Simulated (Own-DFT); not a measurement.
# Response to strain: wurtzite GaN, 96 atoms (Ga48N48)

Calculated results; nothing here was measured. The program, named Own-DFT, is a retired in-house plane-wave density functional code that no person has reviewed. Each row is one single-point run on a periodic cell that was not relaxed, without spin or spin-orbit coupling.

Settings of every run: PBE; PseudoDojo norm-conserving scalar-relativistic files; cutoff 42 hartree; 3 x 4 x 3 k mesh centred on Gamma; Fermi-Dirac smearing of 0.1 eV.

Known limits: forces on such cells passed a denser k mesh, each cell not checked; stress not checked against mesh or cutoff.

Unstrained cell vectors in Å: (12.756, 0.000, 0.000); (-4.784, 8.285, 0.000); (0.000, 0.000, 10.370). The unstrained cell has measured lattice constants (interpolated for alloys), not those of this functional. That, the random moves and any unrelaxed bonds set the pressure at no strain. Each run strains this cell uniformly, with the atoms carried along. Every atom was also moved at random, by a Gaussian of width 0.05 Å on each axis. Strain is the symmetric tensor, in per cent. Stress is positive in tension, and the pressure is minus a third of its trace.

```
run  e_xx (%)  e_yy (%)  e_zz (%)  e_yz (%)  e_xz (%)  e_xy (%)  s_xx (GPa)  s_yy (GPa)  s_zz (GPa)  s_yz (GPa)  s_xz (GPa)  s_xy (GPa)  P (GPa)  E (meV/atom)
  1     -0.42     -0.84     -1.85     -1.85      1.16      0.58      -12.35      -12.94      -17.94       -3.18        2.39        1.37    14.41          53.0
  2      1.10     -1.85     -0.03     -0.35      1.30     -1.47       -5.27      -15.30       -8.31       -0.62        2.86       -5.31     9.63          36.9
  3     -0.85     -1.49     -0.60      0.51      1.18     -0.59      -13.03      -15.78      -12.51        1.02        3.23       -1.46    13.78          39.2
  4     -0.48     -1.70     -1.87      0.01     -0.17     -0.40      -11.83      -18.73      -17.69        0.14       -0.63       -1.51    16.08          41.6
  5     -1.07      1.87      0.38     -1.19      1.41      0.83       -9.48       -0.26       -7.30       -2.06        2.43        2.89     5.68          32.0
  6      1.16      0.48     -1.60     -1.13     -1.28     -0.98       -3.89       -7.26      -12.79       -2.08       -2.68       -3.64     7.98          32.7
  7      0.69      1.51      1.80     -1.55      1.75      1.85       -3.17        0.70        0.76       -2.52        3.96        3.89     0.57          22.8
  8     -1.43      0.51      0.22      1.70     -0.80     -0.63      -11.94       -6.97       -7.77        3.55       -1.37       -1.79     8.89          22.6
  9     -0.37      1.69      1.46     -0.06      0.87      0.43       -6.13        0.86       -0.96        0.15        1.38        0.84     2.07           0.0
 10      0.33      1.06      0.71      1.27      1.87     -0.16       -5.34       -1.97       -3.81        2.74        3.85       -1.01     3.71          14.3
 11      0.29     -1.71     -1.92      0.14      0.36     -1.76      -11.36      -15.87      -18.18        0.08        1.04       -6.26    15.13          50.8
 12      1.03     -1.21     -1.49      0.76     -1.39     -0.36       -6.45      -11.83      -15.97        1.22       -3.59       -1.39    11.42          40.6
 13      0.01     -0.02      1.50      1.42      0.68      1.50       -6.60       -5.69       -2.37        2.80        1.60        4.64     4.89          18.7
 14      1.59      0.55     -1.66     -0.21     -0.60     -1.82       -1.31       -3.64      -17.20       -0.96       -1.66       -4.68     7.38          36.1
 15      1.33     -1.14     -0.62      0.41      0.47      0.13       -3.01      -12.16      -10.68        0.74        1.18        0.39     8.62          22.9
 16     -0.18      1.41      0.54     -1.96      1.20     -0.16       -7.47       -0.16       -5.37       -3.89        1.98       -0.21     4.33          18.3
 17      1.08     -1.73      1.34     -1.18      1.29     -0.50       -3.01      -14.03       -2.78       -2.07        2.69       -2.34     6.60          27.5
 18      0.65     -0.74      1.30      1.46     -0.91     -0.78           ?           ?           ?           ?           ?           ?        ?             ?
```

E is the free energy for each atom above the lowest run shown.

## Worked fit

Each stress component was fitted by least squares to a constant and the strains of the runs shown, as fractions, with shears doubled. Shear strains stay in the fit of a normal stress only where such slopes are resolved. The slopes, in GPa:

| stress | at no strain | per e_xx | per e_yy | per e_zz | scatter |
|---|---|---|---|---|---|
| s_xx | -7.7 | 399 ± 25 | 88 ± 19 | 85 ± 19 | 0.88 |
| s_yy | -7.7 | 111 ± 27 | 460 ± 20 | 72 ± 20 | 0.94 |
| s_zz | -8.5 | 54 ± 28 | 42 ± 21 | 462 ± 22 | 1.00 |

Each shear stress against twice its own strain: yz 94 ± 3, xz 110 ± 7, xy 146 ± 11 GPa. These are stiffnesses along x, y and z of the frame in which the cell vectors are given, which need not be the crystal's axes. The atoms are held to the strained lattice; where symmetry lets them move under strain, relaxing them would lower some slopes. The table should be nearly symmetric about its diagonal, and what it lacks of that shows the noise. A ninth of its sum, 197 ± 3 GPa, estimates the bulk modulus near the mean pressure of these runs, 8.3 GPa, so it lies above the value at zero pressure.

## Withheld run

Question: what normal stresses and pressure should run 18 give?

The fit gives s_xx = -4.7, s_yy = -9.4, s_zz = -2.5 and P = 5.5 GPa. The calculation gave -7.57, -8.00, -1.51 and P = 5.69 GPa.
